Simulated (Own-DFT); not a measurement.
Al3GaAs4 (zincblende random alloy, strained, atoms displaced) (calculated)

All values are calculated (Own-DFT development build). A calculation, not a measurement: plane-wave density functional theory by an unreviewed code, no spin, of a simulated periodic cell, stress positive in tension, run twice, with PBE and with PBEsol, both on files made for PBE, so the change isn't that of files made for PBEsol, forces on such cells passed a denser k mesh, this cell's mesh not checked; the far tail of each file's local potential was reset to the Coulomb form; each entry is a single point on an unrelaxed cell, so the pressure reflects the starting lattice, mostly measured values (interpolated for alloys), from which strain is counted, and rises with the displacements; printed positions are rounded, which can move forces by about a meV/angstrom; the program, named Own-DFT, is a retired in-house code; no spin-orbit coupling; stress was not checked against mesh or cutoff.

Settings shared by all entries: functional PBE, then PBEsol; potential files PseudoDojo norm-conserving, scalar-relativistic, standard set; wave cutoff 42 hartree; occupations Fermi-Dirac; smearing width 0.1 eV; k mesh 3 x 3 x 3 centred on Gamma.

(1) Al3GaAs4 (zincblende random alloy, strained, atoms displaced)

```
CELL_PARAMETERS angstrom
11.48300 -0.21830 0.05570
-0.21830 11.23380 -0.12650
0.05570 -0.12650 11.46150
ATOMIC_POSITIONS crystal
Al 0.00163 0.00709 0.00228
Al 0.99562 0.25823 0.24811
Ga 0.25075 0.99476 0.24940
Ga 0.25023 0.24757 0.99929
As 0.11959 0.12347 0.12727
As 0.12386 0.38042 0.37550
As 0.37216 0.11770 0.37654
As 0.37114 0.37674 0.12622
Ga 0.01179 0.99944 0.50724
Al 0.99949 0.24599 0.75569
Al 0.24869 0.00092 0.74394
Al 0.24444 0.25279 0.50374
As 0.12738 0.13190 0.62220
As 0.12562 0.37521 0.88445
As 0.37881 0.12313 0.87911
As 0.37594 0.38290 0.62557
Al 0.99491 0.49471 0.00405
Al 0.00175 0.74092 0.25459
Al 0.25281 0.49707 0.24437
Al 0.25219 0.74399 0.00310
As 0.12263 0.62907 0.12831
As 0.12783 0.88250 0.37503
As 0.37871 0.61575 0.37255
As 0.37531 0.86935 0.13192
Ga 0.99714 0.49854 0.50522
Ga 0.00531 0.75008 0.75501
Al 0.25371 0.49528 0.74823
Ga 0.25021 0.74570 0.49686
As 0.11604 0.62484 0.62708
As 0.12115 0.87183 0.87938
As 0.38031 0.61909 0.87614
As 0.37622 0.87901 0.62590
Al 0.50918 0.00705 0.99374
Al 0.48605 0.24641 0.25867
Al 0.75086 0.00605 0.25449
Al 0.75425 0.25246 0.99966
As 0.62288 0.12238 0.12269
As 0.61969 0.36751 0.37949
As 0.88004 0.12321 0.37525
As 0.86646 0.36847 0.12753
Al 0.50665 0.99741 0.50086
Al 0.50338 0.25295 0.73304
Al 0.74225 0.00280 0.75414
Ga 0.74689 0.25034 0.50017
As 0.62305 0.12304 0.63540
As 0.62416 0.37027 0.87978
As 0.86974 0.12703 0.87349
As 0.87011 0.37492 0.61794
Al 0.49365 0.48452 0.00359
Al 0.50025 0.75329 0.24453
Al 0.75176 0.50285 0.25268
Ga 0.74603 0.74960 0.00715
As 0.62852 0.62835 0.12958
As 0.62216 0.86984 0.37188
As 0.88666 0.62243 0.37086
As 0.87426 0.88348 0.13659
Al 0.49627 0.49921 0.49630
Al 0.49706 0.74786 0.74613
Al 0.75353 0.50583 0.74784
Al 0.74834 0.75170 0.50349
As 0.62439 0.62417 0.62558
As 0.62787 0.87059 0.87719
As 0.86921 0.61335 0.87802
As 0.86741 0.87636 0.62616
```

- PBE pressure: 2.03 GPa
- PBE stress xx: -1.63 GPa
- PBE stress yy: -2.7 GPa
- PBE stress zz: -1.77 GPa
- PBE stress yz: -1.85 GPa
- PBE stress xz: 0.51 GPa
- PBE stress xy: -2.54 GPa
- PBEsol pressure: -0.06 GPa
- PBEsol stress xx: 0.45 GPa
- PBEsol stress yy: -0.6 GPa
- PBEsol stress zz: 0.32 GPa
- PBEsol stress yz: -1.79 GPa
- PBEsol stress xz: 0.49 GPa
- PBEsol stress xy: -2.47 GPa
- rms change of force components from PBE to PBEsol: 0.038 eV/Å

Force:
```csv
force element,PBE force x (eV/Å),PBE force y (eV/Å),PBE force z (eV/Å),PBEsol force x (eV/Å),PBEsol force y (eV/Å),PBEsol force z (eV/Å)
Al,-1.015,-0.838,-0.575,-1.002,-0.83,-0.572
Al,0.194,-0.581,0.263,0.19,-0.565,0.264
Ga,-0.172,0.469,-0.599,-0.155,0.441,-0.543
Ga,-0.226,-0.337,0.095,-0.215,-0.321,0.104
As,0.998,0.696,0.637,1.075,0.689,0.62
As,0.283,-0.337,0.112,0.223,-0.276,0.167
As,-0.191,0.214,1.118,-0.251,0.147,1.036
As,0.008,-1.263,0.646,-0.05,-1.295,0.579
Ga,-1.403,-0.258,-0.54,-1.342,-0.243,-0.521
Al,-0.054,0.785,-0.603,-0.052,0.764,-0.593
Al,-0.161,0.064,0.795,-0.166,0.06,0.778
Al,0.817,0.527,-1.229,0.8,0.518,-1.214
As,-0.127,-0.314,1.53,-0.191,-0.381,1.435
As,0.085,-0.109,-0.712,0.14,-0.161,-0.646
As,-0.163,0.356,-1.038,-0.212,0.404,-0.972
As,-0.016,-1.001,-0.339,-0.013,-0.979,-0.335
Al,-0.039,0.341,0.095,-0.036,0.337,0.1
Al,0.258,2.035,-0.649,0.259,1.999,-0.639
Al,-0.946,0.633,0.369,-0.938,0.626,0.365
Al,-0.017,0.283,-0.536,-0.02,0.275,-0.525
As,0.336,-1.008,-0.283,0.333,-0.99,-0.275
As,-0.275,-1.438,0.345,-0.22,-1.335,0.368
As,-0.096,0.881,-0.132,-0.138,0.904,-0.091
As,0.229,0.735,-1.18,0.159,0.78,-1.098
Ga,0.025,0.084,-0.835,0.027,0.084,-0.808
Ga,-1.54,-0.271,-0.174,-1.468,-0.267,-0.158
Al,-1.062,0.741,0.556,-1.04,0.726,0.55
Ga,-0.074,0.185,-0.054,-0.07,0.189,-0.041
As,1.38,-0.169,0.221,1.276,-0.126,0.162
As,1.012,0.76,0.323,0.926,0.679,0.242
As,-0.241,0.054,0.293,-0.232,0.047,0.287
As,-0.007,-0.651,-0.086,-0.049,-0.68,-0.133
Al,-0.93,-1.204,0.134,-0.912,-1.181,0.137
Al,0.826,0.15,-1.169,0.812,0.142,-1.153
Al,-0.771,-0.177,-0.245,-0.765,-0.177,-0.242
Al,-1.258,-0.699,-0.449,-1.24,-0.69,-0.444
As,0.523,0.986,1.147,0.519,0.97,1.124
As,0.293,0.6,-0.37,0.339,0.535,-0.307
As,0.122,0.422,0.752,0.12,0.42,0.817
As,0.75,0.986,0.537,0.735,0.967,0.527
Al,-0.338,0.075,-0.358,-0.333,0.069,-0.359
Al,-0.91,0.451,1.834,-0.894,0.452,1.806
Al,0.453,-0.552,-0.18,0.452,-0.541,-0.174
Ga,-0.041,-0.826,-0.435,-0.022,-0.781,-0.41
As,0.622,-0.275,-1.316,0.654,-0.228,-1.337
As,0.261,0.198,-0.788,0.259,0.188,-0.773
As,0.565,-0.417,0.524,0.549,-0.404,0.516
As,0.42,-0.206,1.487,0.412,-0.199,1.329
Al,1.174,1.472,-0.583,1.154,1.447,-0.583
Al,-0.265,-0.802,0.427,-0.26,-0.783,0.424
Al,-0.556,-0.31,0.049,-0.539,-0.306,0.049
Ga,0.959,0.449,-0.414,0.916,0.427,-0.384
As,-0.833,-1.215,0.039,-0.754,-1.123,-0.029
As,0.715,0.515,0.65,0.701,0.504,0.636
As,-1.469,-0.368,1.597,-1.391,-0.421,1.625
As,0.573,-0.887,-0.674,0.517,-0.909,-0.7
Al,0.633,0.151,0.011,0.622,0.149,0.015
Al,0.123,0.312,0.229,0.122,0.302,0.225
Al,-1.136,-1.09,-0.414,-1.124,-1.069,-0.414
Al,0.018,-0.444,-1.086,0.017,-0.439,-1.07
As,-0.031,-0.16,-0.073,-0.033,-0.156,-0.07
As,-0.414,-0.147,-0.091,-0.358,-0.194,-0.04
As,1.084,1.373,0.763,1.067,1.431,0.753
As,1.035,0.371,0.633,1.108,0.377,0.614
```

(2) Al3GaAs4 (zincblende random alloy, strained, atoms displaced)

```
CELL_PARAMETERS angstrom
11.35970 -0.04250 -0.17460
-0.04250 11.52510 0.04230
-0.17460 0.04230 11.45240
ATOMIC_POSITIONS crystal
Al 0.99832 0.00904 0.99381
Al 0.00283 0.25191 0.23936
Al 0.25562 0.99916 0.24738
Ga 0.24771 0.25031 0.00207
As 0.12116 0.12685 0.12485
As 0.12734 0.37270 0.37353
As 0.37726 0.12141 0.37842
As 0.37543 0.37278 0.11746
Ga 0.00375 0.00465 0.49735
Ga 0.99854 0.26175 0.74703
Al 0.26210 0.00155 0.74870
Al 0.24968 0.24853 0.50347
As 0.12642 0.12304 0.62519
As 0.11920 0.36822 0.87093
As 0.37801 0.11943 0.87368
As 0.37085 0.37341 0.62332
Ga 0.00334 0.49947 0.00072
Ga 0.99369 0.75239 0.24486
Al 0.25404 0.50239 0.25314
Al 0.24914 0.75152 0.00054
As 0.12047 0.63079 0.12640
As 0.12014 0.87499 0.37730
As 0.37026 0.62223 0.38059
As 0.38198 0.87261 0.12680
Al 0.99257 0.49816 0.50082
Ga 0.00109 0.75028 0.75744
Al 0.24734 0.49233 0.74504
Al 0.25619 0.74605 0.49960
As 0.12313 0.62627 0.62318
As 0.12379 0.87851 0.86758
As 0.37572 0.62489 0.86856
As 0.37284 0.87204 0.62157
Al 0.49480 0.99304 0.00105
Al 0.49949 0.25334 0.25506
Al 0.75317 0.99536 0.24195
Al 0.75367 0.24579 0.01005
As 0.62832 0.13303 0.12072
As 0.61736 0.37144 0.37089
As 0.87978 0.12406 0.37635
As 0.87713 0.36714 0.11966
Al 0.49677 0.99533 0.50649
Al 0.49923 0.24915 0.74417
Al 0.74955 0.00268 0.74854
Ga 0.75101 0.25006 0.49976
As 0.62156 0.12474 0.62449
As 0.62429 0.37306 0.88458
As 0.87057 0.12960 0.88116
As 0.87467 0.38068 0.61955
Al 0.49807 0.49731 0.00021
Al 0.49489 0.74920 0.25323
Al 0.75532 0.49989 0.24919
Ga 0.75261 0.74793 0.99206
As 0.61976 0.62772 0.12671
As 0.62043 0.87617 0.37208
As 0.87471 0.61870 0.37796
As 0.87796 0.87908 0.12537
Al 0.51098 0.50204 0.49399
Al 0.50696 0.74870 0.75293
Al 0.75031 0.50429 0.74484
Al 0.74839 0.75269 0.49090
As 0.62431 0.62449 0.62605
As 0.62515 0.87617 0.86655
As 0.88252 0.63255 0.87170
As 0.87648 0.87772 0.62612
```

* PBE pressure: 0.93 GPa
* PBE stress xx: -1.35 GPa
* PBE stress yy: -0.56 GPa
* PBE stress zz: -0.88 GPa
* PBE stress yz: 0.04 GPa
* PBE stress xz: -2.26 GPa
* PBE stress xy: -0.7 GPa
* PBEsol pressure: -1.11 GPa
* PBEsol stress xx: 0.69 GPa
* PBEsol stress yy: 1.48 GPa
* PBEsol stress zz: 1.16 GPa
* PBEsol stress yz: 0.04 GPa
* PBEsol stress xz: -2.19 GPa
* PBEsol stress xy: -0.68 GPa
* rms change of force components from PBE to PBEsol: 0.036 eV/Å

Force:
```csv
force element,PBE force x (eV/Å),PBE force y (eV/Å),PBE force z (eV/Å),PBEsol force x (eV/Å),PBEsol force y (eV/Å),PBEsol force z (eV/Å)
Al,0.476,-0.972,0.165,0.472,-0.955,0.156
Al,0.086,-0.333,1.36,0.092,-0.32,1.337
Al,-0.6,-0.169,0.258,-0.589,-0.162,0.252
Ga,-0.113,-0.678,-0.579,-0.122,-0.642,-0.549
As,0.776,-0.442,-0.095,0.81,-0.381,-0.147
As,-0.332,0.387,0.033,-0.322,0.38,0.034
As,-0.16,0.464,-0.126,-0.154,0.452,-0.117
As,-0.15,0.495,1.097,-0.207,0.421,1.015
Ga,-0.144,-0.629,0.482,-0.144,-0.596,0.47
Ga,-0.589,-1.734,-0.517,-0.562,-1.659,-0.485
Al,-1.112,-0.557,-0.378,-1.102,-0.551,-0.373
Al,-0.144,-0.438,-0.538,-0.145,-0.427,-0.532
As,0.082,0.534,0.516,-0.011,0.507,0.48
As,1.092,1.314,0.874,1.005,1.216,0.882
As,0.115,0.982,0.471,0.08,1.001,0.5
As,0.829,0.5,-0.223,0.809,0.488,-0.221
Ga,-0.155,-0.097,-0.297,-0.156,-0.083,-0.285
Ga,0.333,-0.374,0.848,0.326,-0.347,0.811
Al,-0.649,-0.621,-0.712,-0.647,-0.615,-0.697
Al,-0.007,-0.09,-0.533,-0.011,-0.088,-0.53
As,0.687,-0.383,0.114,0.566,-0.379,0.113
As,0.825,-0.169,-0.455,0.707,-0.156,-0.447
As,0.943,0.279,-0.365,0.928,0.272,-0.356
As,-1.035,0.134,-0.087,-1.012,0.129,-0.082
Al,1.597,0.04,-0.38,1.578,0.041,-0.377
Ga,0.37,0.32,-1.442,0.356,0.326,-1.38
Al,-0.118,0.47,0.229,-0.116,0.465,0.225
Al,-1.247,0.206,-0.006,-1.229,0.203,-0.002
As,-0.056,-0.152,0.162,-0.101,-0.11,0.209
As,0.687,0.647,0.91,0.609,0.563,0.828
As,-0.379,-0.116,0.518,-0.369,-0.114,0.507
As,0.503,-0.099,0.743,0.496,-0.093,0.73
Al,1.125,0.504,-0.304,1.106,0.496,-0.296
Al,-0.703,-1.231,-1.068,-0.694,-1.219,-1.052
Al,-0.494,0.7,0.72,-0.49,0.686,0.713
Al,-0.41,0.273,-1.458,-0.402,0.272,-1.443
As,-1.104,-1.243,1.019,-1.081,-1.215,0.998
As,1.526,0.981,0.49,1.548,0.921,0.53
As,-0.6,0.514,-0.867,-0.568,0.483,-0.745
As,0.016,1.707,0.58,0.067,1.721,0.519
Al,0.395,0.02,-0.617,0.389,0.021,-0.611
Al,0.134,0.143,0.738,0.132,0.145,0.726
Al,0.364,-0.029,-0.044,0.367,-0.026,-0.043
Ga,-0.179,-0.428,-0.302,-0.171,-0.409,-0.286
As,0.32,0.224,-0.049,0.356,0.264,-0.094
As,0.429,0.114,-0.957,0.419,0.107,-0.929
As,-0.079,0.319,-1.135,-0.045,0.355,-1.144
As,-0.766,-0.281,0.615,-0.749,-0.39,0.609
Al,0.166,0.437,-0.346,0.166,0.429,-0.348
Al,0.393,-0.612,0.281,0.39,-0.597,0.277
Al,-0.627,-0.486,-0.442,-0.61,-0.474,-0.438
Ga,-0.269,0.274,0.572,-0.253,0.279,0.548
As,0.486,-0.171,-0.091,0.514,-0.13,-0.13
As,0.153,0.408,0.007,0.143,0.4,0.006
As,-0.247,1.027,-0.523,-0.207,1.05,-0.554
As,-0.317,-0.033,-1.11,-0.286,-0.148,-1.072
Al,-0.927,-0.452,0.576,-0.91,-0.444,0.569
Al,-0.831,-0.298,-0.684,-0.817,-0.298,-0.67
Al,0.094,-0.569,0.964,0.091,-0.56,0.95
Al,0.233,-0.203,0.749,0.233,-0.198,0.733
As,0.219,0.661,-0.534,0.215,0.652,-0.526
As,0.169,0.43,0.976,0.215,0.373,1.002
As,-0.894,-1.347,0.498,-0.815,-1.25,0.519
As,-0.186,-0.073,-0.301,-0.089,-0.08,-0.29
```

(3) Al3GaAs4 (zincblende random alloy, strained, atoms displaced)

```
CELL_PARAMETERS angstrom
11.39610 0.18280 -0.19710
0.18280 11.38210 0.03400
-0.19710 0.03400 11.25260
ATOMIC_POSITIONS crystal
Ga 0.99846 0.00243 0.99260
Al 0.99567 0.24665 0.24558
Al 0.24899 0.99992 0.24694
Al 0.24832 0.25021 0.99447
As 0.12810 0.12643 0.12981
As 0.12696 0.37355 0.38654
As 0.36676 0.13034 0.36780
As 0.37538 0.37592 0.12956
Al 0.00160 0.00330 0.49887
Al 0.99467 0.25144 0.74428
Al 0.25514 0.99886 0.74704
Al 0.25665 0.24789 0.50135
As 0.13066 0.13114 0.62560
As 0.12557 0.37503 0.87894
As 0.37981 0.12106 0.88037
As 0.37717 0.37891 0.63244
Al 0.00403 0.50248 0.00229
Al 0.99173 0.75364 0.24806
Al 0.24818 0.50701 0.25215
Al 0.24732 0.74303 0.00054
As 0.12142 0.62989 0.12482
As 0.12351 0.87301 0.37251
As 0.37237 0.61992 0.37936
As 0.37190 0.87353 0.12196
Al 0.00266 0.50712 0.50175
Al 0.01167 0.74838 0.74567
Ga 0.24735 0.50141 0.75200
Ga 0.24810 0.74880 0.49337
As 0.12495 0.62622 0.61727
As 0.12159 0.86939 0.87683
As 0.37744 0.62192 0.87349
As 0.37535 0.86619 0.62694
Ga 0.49700 0.99534 0.00022
Al 0.49781 0.24929 0.25426
Al 0.74537 0.99552 0.24973
Ga 0.74371 0.25416 0.99584
As 0.62416 0.12293 0.13021
As 0.62697 0.38012 0.37546
As 0.87633 0.11989 0.37729
As 0.88134 0.37900 0.12265
Al 0.49779 0.99506 0.50168
Al 0.49755 0.24989 0.75884
Ga 0.75460 0.99834 0.75268
Al 0.74816 0.24884 0.50694
As 0.62421 0.12324 0.63089
As 0.62957 0.37950 0.87072
As 0.87973 0.12690 0.87117
As 0.87448 0.38041 0.62419
Al 0.49893 0.50326 0.00244
Ga 0.50178 0.75043 0.24887
Ga 0.75501 0.50046 0.25072
Al 0.74495 0.74736 0.00243
As 0.63061 0.62440 0.12695
As 0.61917 0.87395 0.37470
As 0.87569 0.63066 0.37212
As 0.87070 0.86763 0.12763
Al 0.48702 0.49832 0.50176
Al 0.49928 0.74720 0.74926
Al 0.75351 0.49553 0.74433
Al 0.74609 0.74687 0.50210
As 0.62658 0.62912 0.63058
As 0.62360 0.88033 0.88269
As 0.87904 0.62594 0.87537
As 0.88271 0.87330 0.62985
```

* PBE pressure: 2.92 GPa
* PBE stress xx: -2.68 GPa
* PBE stress yy: -2.77 GPa
* PBE stress zz: -3.32 GPa
* PBE stress yz: 1.27 GPa
* PBE stress xz: -2.67 GPa
* PBE stress xy: 3.11 GPa
* PBEsol pressure: 0.79 GPa
* PBEsol stress xx: -0.54 GPa
* PBEsol stress yy: -0.64 GPa
* PBEsol stress zz: -1.18 GPa
* PBEsol stress yz: 1.25 GPa
* PBEsol stress xz: -2.61 GPa
* PBEsol stress xy: 3.02 GPa
* rms change of force components from PBE to PBEsol: 0.039 eV/Å

Force:
```csv
force element,PBE force x (eV/Å),PBE force y (eV/Å),PBE force z (eV/Å),PBEsol force x (eV/Å),PBEsol force y (eV/Å),PBEsol force z (eV/Å)
Ga,0.408,-0.635,1.302,0.394,-0.606,1.233
Al,0.493,0.072,1.173,0.482,0.067,1.156
Al,0.145,-0.804,0.533,0.148,-0.794,0.527
Al,0.7,-0.488,1.182,0.695,-0.482,1.164
As,-0.616,0.253,-1.319,-0.646,0.21,-1.341
As,-0.516,0.444,-1.303,-0.501,0.436,-1.271
As,0.883,-0.764,0.566,0.861,-0.743,0.547
As,-0.372,0.365,-0.727,-0.367,0.357,-0.71
Al,0.635,-0.702,0.856,0.626,-0.69,0.845
Al,0.907,-0.035,0.609,0.896,-0.032,0.594
Al,-0.357,-0.353,0.661,-0.353,-0.348,0.651
Al,-0.031,0.342,0.679,-0.035,0.338,0.668
As,-0.352,-0.298,-0.203,-0.345,-0.286,-0.2
As,-0.707,0.388,-1.056,-0.651,0.432,-1.087
As,-0.914,0.682,-0.818,-0.826,0.589,-0.732
As,-0.423,-0.572,-0.346,-0.477,-0.504,-0.283
Al,-0.088,-0.192,-0.066,-0.088,-0.181,-0.068
Al,1.173,-0.69,0.694,1.159,-0.684,0.68
Al,-0.358,-1.082,0.139,-0.354,-1.062,0.134
Al,0.388,0.108,-0.004,0.379,0.104,-0.003
As,0.033,0.053,0.293,0.028,0.058,0.287
As,-0.221,0.72,-0.4,-0.155,0.632,-0.326
As,0.04,1.263,-1.105,0.011,1.345,-1.067
As,-0.134,-0.073,0.008,-0.013,-0.076,0.01
Al,-0.516,-0.903,-0.453,-0.507,-0.895,-0.451
Al,-0.762,-0.537,0.665,-0.751,-0.527,0.661
Ga,-0.15,-0.23,0.091,-0.13,-0.216,0.076
Ga,0.259,-0.126,0.519,0.251,-0.123,0.494
As,0.642,0.283,0.54,0.744,0.279,0.532
As,0.851,0.866,-0.397,0.777,0.909,-0.334
As,-0.444,0.688,-0.114,-0.496,0.62,-0.173
As,-0.442,0.857,-0.781,-0.488,0.786,-0.823
Ga,0.494,0.024,1.163,0.484,0.035,1.103
Al,0.626,0.088,0.077,0.613,0.088,0.069
Al,0.605,-0.294,0.571,0.597,-0.294,0.556
Ga,0.845,-0.734,0.85,0.816,-0.691,0.802
As,-0.382,0.614,-0.773,-0.387,0.596,-0.85
As,-0.411,-0.206,0.209,-0.353,-0.151,0.154
As,-0.914,0.87,-0.688,-0.897,0.853,-0.678
As,-0.735,-0.126,-0.277,-0.823,-0.114,-0.264
Al,-0.331,0.496,0.043,-0.327,0.481,0.041
Al,0.516,-0.239,-0.07,0.511,-0.237,-0.059
Ga,-0.022,-0.374,0.213,-0.02,-0.34,0.202
Al,0.096,-0.193,-0.371,0.1,-0.189,-0.364
As,-0.416,0.232,-0.441,-0.346,0.168,-0.37
As,-0.966,0.448,-0.069,-0.883,0.369,-0.001
As,-0.916,0.692,-0.095,-0.938,0.589,-0.032
As,0.258,-0.132,-0.946,0.253,-0.129,-0.929
Al,0.493,-0.809,0.462,0.484,-0.803,0.458
Ga,-0.346,-0.581,0.165,-0.323,-0.539,0.153
Ga,0.187,-0.446,0.267,0.174,-0.408,0.245
Al,0.638,-0.205,-0.262,0.635,-0.198,-0.255
As,-0.83,0.083,-0.283,-0.803,0.071,-0.158
As,0.432,0.257,0.13,0.363,0.187,0.062
As,-0.205,-0.153,0.397,-0.255,-0.204,0.334
As,-0.52,1.601,-1.194,-0.482,1.603,-1.208
Al,1.845,-0.318,0.712,1.818,-0.307,0.705
Al,0.622,0.049,1.104,0.61,0.045,1.081
Al,0.031,0.765,1.036,0.032,0.753,1.021
Al,0.514,0.376,0.214,0.501,0.366,0.209
As,-0.451,-0.587,-0.836,-0.445,-0.577,-0.816
As,0.13,-0.604,-1.171,0.099,-0.484,-1.128
As,-0.363,0.193,-0.591,-0.354,0.188,-0.581
As,-0.681,0.312,-0.963,-0.719,0.358,-0.893
```
